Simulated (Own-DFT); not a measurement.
# Strain and stress in wurtzite GaN, 96 atoms (Ga48N48)

Calculated results; nothing here was measured. They come from Own-DFT, an in-house plane-wave density functional program, since retired, whose code no person has reviewed. Each row is one single-point run on a periodic cell that was not relaxed, without spin or spin-orbit coupling.

Settings of every run: PBE; PseudoDojo norm-conserving scalar-relativistic files (stringent for Ga); cutoff 96 hartree; 3 x 4 x 3 k mesh centred on Gamma; Gaussian smearing of 0.01 eV.

Known limits: forces on such cells passed a denser k mesh, each cell not checked; stress not checked against mesh or cutoff.

Unstrained cell vectors in Å: (12.756, 0.000, 0.000); (-4.784, 8.285, 0.000); (0.000, 0.000, 10.370). The unstrained cell has measured lattice constants (interpolated for alloys), not those of this functional. That, the random moves and any unrelaxed bonds set the pressure at no strain. Each run strains this cell uniformly, with the atoms carried along. Every atom was also moved at random, by a Gaussian of width 0.05 Å on each axis. Strain is the symmetric tensor, in per cent. Stress is positive in tension, and the pressure is minus a third of its trace.

```
run,e_xx (%),e_yy (%),e_zz (%),s_xx (GPa),s_yy (GPa),s_zz (GPa),P (GPa),E (meV/atom)
1,0.00,0.00,3.00,-5.97,-4.88,5.23,1.87,16.5
2,0.00,0.00,2.00,-5.22,-6.45,0.90,3.59,25.9
3,0.00,0.00,2.25,-6.13,-3.90,1.38,2.89,17.0
4,0.00,0.00,2.50,-6.16,-4.72,2.97,2.64,18.3
5,0.00,0.00,0.25,-7.64,-5.76,-6.70,6.70,22.9
6,0.00,0.00,1.25,-5.62,-5.99,-0.85,4.16,0.0
7,0.00,0.00,-2.00,-7.19,-7.28,-20.68,11.72,48.9
8,0.00,0.00,-0.75,-6.61,-6.87,-10.85,8.11,15.1
9,0.00,0.00,1.00,?,?,?,?,?
```

E is the free energy for each atom above the lowest run shown.

## Worked fit

The change of volume is close to e_xx + e_yy + e_zz. A straight line through the runs shown gives P = 7.24 - 191 x (fractional change of volume) GPa, with an error of 11 on the slope and a scatter of 0.49 GPa. The strain isn't the same on all axes and the cell isn't cubic, so the slope belongs to this path and is not the bulk modulus.

## Withheld run

Question: what pressure should run 9 give? Its volume changes by 1.00 %.

The line gives 5.3 GPa. The calculation gave 5.09 GPa.
